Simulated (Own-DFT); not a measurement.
# What a defect does to the pressure of its cell: C11b WSi2

Everything here is calculated. The program is Own-DFT (plane waves, in-house, since retired, never reviewed by a person); positions were held fixed, and spin and spin-orbit coupling were off.

Common settings: PBEsol; PseudoDojo norm-conserving scalar-relativistic files, made for PBE; cutoff 50 hartree; 5 x 5 x 5 k mesh centred on Gamma; cold (Marzari-Vanderbilt) smearing of 0.2 eV.

Limits: forces on such cells failed a check on a denser k mesh; stress not checked against mesh or cutoff.

All runs share one cell, with vectors in Å (-2.148, -5.953, 3.409); (-6.444, 2.976, 1.136); (-2.553, -2.948, -6.757) and a volume of 403.2 Å³. u is the rms random offset of the atoms per axis. The defect's site can differ from row to row.

```
              cell  formula   u (Å)  P (GPa)
         no defect  Si20W10  0.0187     0.51
         no defect  Si20W10  0.0451     1.55
         no defect  Si20W10  0.0508     1.58
one W on a Si site  Si19W11  0.0295     5.61
one W on a Si site  Si19W11  0.0462     6.53
one W on a Si site  Si19W11  0.0520     6.75
one Si on a W site   Si21W9  0.0312     2.41
one Si on a W site   Si21W9  0.0326     2.51
one Si on a W site   Si21W9  0.0507     3.23
one Si on a W site   Si21W9  0.0525        ?
     one W vacancy   Si20W9  0.0286    -0.59
     one W vacancy   Si20W9  0.0511     0.95
     one W vacancy   Si20W9  0.0517     1.66
    one Si vacancy  Si19W10  0.0274    -0.73
    one Si vacancy  Si19W10  0.0328    -0.46
    one Si vacancy  Si19W10  0.0556     1.07
```

## What the rows give

P = P0 + c u² + a shift for each defect gives P0 = 0.04 GPa, c = 705 ± 83 GPa/Å² and a scatter of 0.28 GPa. The shifts, and each times the cell's volume:

- one W on a Si site: 4.91 ± 0.23 GPa, 12.4 eV
- one Si on a W site: 1.59 ± 0.23 GPa, 4.0 eV
- one W vacancy: -0.80 ± 0.23 GPa, -2.0 eV
- one Si vacancy: -1.24 ± 0.23 GPa, -3.1 eV

Against the defect-free cell, a freed cell would be larger where the shift is positive and smaller where it is negative (160.2 GPa Å³ is 1 eV). The atoms around the defects weren't relaxed, which would change these numbers.

## Check

Asked: what pressure belongs in the blank (one Si on a W site, u = 0.0525 Å)?

From the fit: 3.58 ± 0.34 GPa. The hidden result is 3.79 GPa.
